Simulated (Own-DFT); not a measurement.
# Wall times of self-consistent runs

Wall times of single-point runs (energy, forces and, in most, stress) with one build of Own-DFT, an in-house plane-wave density functional program, since retired. Each ran alone on one NVIDIA H200 card, with norm-conserving files, no spin and no use of crystal symmetry. The k points are those left after time reversal, where it was used. Plane waves for each k point are estimated as V (2 E)^(3/2) / (6 π²) in atomic units.

```
       cell  atoms  valence electrons  cutoff (hartree)  volume (Å³)  k mesh  k points  plane waves  time (s)
      In4P4      8                 72                36          202   5x5x5        63        14100       106
    Ga32P30     62                566                42         1295   3x3x3        14       113600      1026
    Ga31P33     64                568                42         1295   3x3x3        14       113600      1027
    In32P32     64                576                36         1617   3x3x3        14       112600      1111
    In48P46     94                854                36         2426   2x3x3        10       168900      2276
    Ga48P46     94                854                42         1943   2x3x3        10       170500      2120
As32Ga24In8     64                896                42         1495   3x3x3        14       131100      1730
   As32In30     62                870                42         1779   3x3x3        14       156100      2596
   As32In32     64                896                42         1779   3x3x3        14       156100      2244
 As32GaIn31     64                896                42         1779   3x3x3        14       156100      2193
 Ga24In8P32     64                576                42         1398   3x3x3        14       122600         ?
```

## Worked fit

Take the size N = k points x plane waves x valence electrons. A line through log(time) against log(N) has a slope of 0.92 ± 0.05 and a scatter of a factor 1.15. Part of the scatter may come from the number of self-consistent steps, which isn't shown. Times belong to this build alone.

## Withheld run

Question: how long should the last run take? Its N is 9.89e+08.

The line gives about 1261 s. It took 1142 s.
